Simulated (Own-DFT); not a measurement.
# Misfit strain and the stress it brings: diamond-structure GeSn with randomly placed atoms, 64 atoms (Ge52Sn12)

Calculated, not measured: single-point runs of Own-DFT, a retired in-house plane-wave DFT program that no person has reviewed, on unrelaxed cells, without spin or spin-orbit coupling.

Common settings: PBE; PseudoDojo norm-conserving scalar-relativistic files; cutoff 49 hartree; 3 x 3 x 3 k mesh centred on Gamma; Fermi-Dirac smearing of 0.1 eV.

Known weak points: forces on such cells moved up to 12 meV/angstrom on a denser k mesh; stress not checked against mesh or cutoff.

Unstrained cell vectors in Å: (11.628, 0.000, 0.000); (0.000, 11.628, 0.000); (0.000, 0.000, 11.628). The unstrained cell has measured lattice constants (interpolated for alloys), not those of this functional. That, the random moves and any unrelaxed bonds set the pressure at no strain. Each run strains x and y alike by e, as a substrate would, and holds the height along z. Each coordinate of each atom was shifted by a normal deviate of width 0.05 Å. The random placing of the alloy's atoms differs from row to row. Stress is positive in tension.

```
e (%),u (Å),(s_xx + s_yy)/2 (GPa),s_zz (GPa)
-2.75,0.052,-10.53,-9.01
-1.75,0.052,-8.87,-7.84
-1.00,0.046,-7.19,-6.64
-0.25,0.052,-5.72,-5.52
1.25,0.050,-3.52,-4.24
1.50,0.050,-3.33,-4.00
1.75,0.057,-3.01,-4.01
2.00,0.053,-2.45,-3.52
2.25,0.052,?,?
2.75,0.053,-1.48,-2.79
```

## Analysis

With e as a fraction, the in-plane stress is -5.5 + 165 e - 740 e² GPa (errors 3 and 217, scatter 0.16), and s_zz is -5.5 + 111 e - 640 e² GPa (slope ± 3, scatter 0.18). At e = 0 the first slope is C11 + C12 and the second 2 C12, both with the ions held to the strained lattice and at the cell's own pressure. The term in e² is negative: the layer stiffens under compression and softens under tension. A free layer would change its height as e changes, and the in-plane slope would drop by 2 C12²/C11 to the biaxial modulus. At fixed height, a misfit of 1 % moves the in-plane stress by about 1.6 GPa and s_zz by 1.1 GPa.

## Test on the hidden row

Q: what are the two stresses at e = 2.25 %?

Estimate: -2.2 and -3.3 GPa. The calculation gave -2.11 and -3.24 GPa.
